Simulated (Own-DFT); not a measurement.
# One trend across several semiconductors

No measurement is shown. These are fixed-geometry runs of a retired plane-wave code named Own-DFT, which no person has reviewed; spin and spin-orbit coupling are neglected.

Known weak points (not all hold for every row): forces on such cells moved up to 12 meV/angstrom on a denser k mesh; forces not confirmed at this smearing and k mesh; k mesh not checked against a denser one; forces on such cells passed a denser k mesh, each cell not checked; stress not checked against mesh or cutoff.

All runs are PBE with PseudoDojo norm-conserving files; cutoff and k mesh are each material's own. Every cell starts from measured lattice constants and was given uniform random strains and small random moves of its atoms. Each triple is the change of volume in per cent, the rms move u in Å and the pressure in GPa.

- 2H SiC (C36Si36), 10.36 Å³/atom unstrained: (-1.98, 0.045, 10.14); (-1.55, 0.053, 9.37); (-0.82, 0.054, 7.89); (-0.52, 0.048, 6.39); (0.91, 0.051, 4.04); (1.38, 0.055, 3.87); (3.88, 0.050, -2.70)
- wurtzite AlN (Al64N64), 10.45 Å³/atom unstrained: (-2.18, 0.052, 10.69); (-2.03, 0.049, 10.54); (0.13, 0.051, 5.08); (0.19, 0.047, 5.22); (0.99, 0.051, 3.65); (1.53, 0.053, 2.75); (2.95, 0.051, -0.70)
- wurtzite GaN (Ga36N36), 11.42 Å³/atom unstrained: (-2.48, 0.052, 12.94); (0.31, 0.048, 6.60); (0.47, 0.050, 6.16); (0.93, 0.047, 5.31); (1.83, 0.049, 3.52); (3.18, 0.051, 1.46); (3.61, 0.051, 0.69)
- diamond silicon (Si64), 20.02 Å³/atom unstrained: withheld
- zincblende InP (In32P32), 25.27 Å³/atom unstrained: (-3.03, 0.052, 6.27); (-2.48, 0.049, 5.60); (-0.38, 0.044, 3.87); (-0.06, 0.049, 3.56); (0.47, 0.052, 3.60); (2.23, 0.050, 1.98); (3.22, 0.049, 1.56)
- grey tin (Sn64), 34.15 Å³/atom unstrained: (-2.27, 0.049, 4.95); (-0.79, 0.049, 4.18); (-0.69, 0.052, 4.05); (0.64, 0.052, 3.41); (0.91, 0.051, 3.15); (1.35, 0.053, 3.09); (1.66, 0.048, 2.85)

## Working it out

Fit a line to each set against the fractional change of volume; B is minus its slope, and u is nearly the same within a set. To take it to zero pressure, assume that B rises by 4 GPa for each GPa: B0 = B - 4 x (mean pressure). The bond length of an ideal tetrahedral crystal with the unstrained volume v is d = (√3/4)(8 v)^(1/3). Cohen's empirical rule reads B0 = (1971 - 220 L) d^(-3.5) GPa, with L = 0 for group IV crystals and SiC and 1 for III-V compounds.

| material | L | d (Å) | B (GPa) | mean P (GPa) | B0 (GPa) | rule (GPa) |
|---|---|---|---|---|---|---|
| 2H SiC (C36Si36) | 0 | 1.888 | 214 ± 11 | 5.6 | 192 ± 11 | 213 |
| wurtzite AlN (Al64N64) | 1 | 1.893 | 222 ± 6 | 5.3 | 201 ± 6 | 188 |
| wurtzite GaN (Ga36N36) | 1 | 1.950 | 199 ± 9 | 5.2 | 178 ± 9 | 169 |
| diamond silicon (Si64) | 0 | 2.352 | ? | ? | ? | 99 |
| zincblende InP (In32P32) | 1 | 2.541 | 75 ± 4 | 3.8 | 60 ± 4 | 67 |
| grey tin (Sn64) | 0 | 2.810 | 53 ± 2 | 3.7 | 38 ± 2 | 53 |

A line through ln[B0/(1971 - 220 L)] against ln d has a slope of -4.2 ± 0.3 and a scatter of 10 %. Against the rule, B0 stands at 90 % for 2H SiC, 107 % for wurtzite AlN, 105 % for wurtzite GaN, 90 % for zincblende InP, 72 % for grey tin. PBE tends to make silicon and heavier crystals too soft, and the rule itself is only a guide.

## The run left out

Question: what B0 does the fitted trend give for diamond silicon (Si64)?

Estimate: 86 GPa. Its own runs give B = 98 ± 5 GPa at a mean pressure of 2.5 GPa, so B0 = 88 GPa.
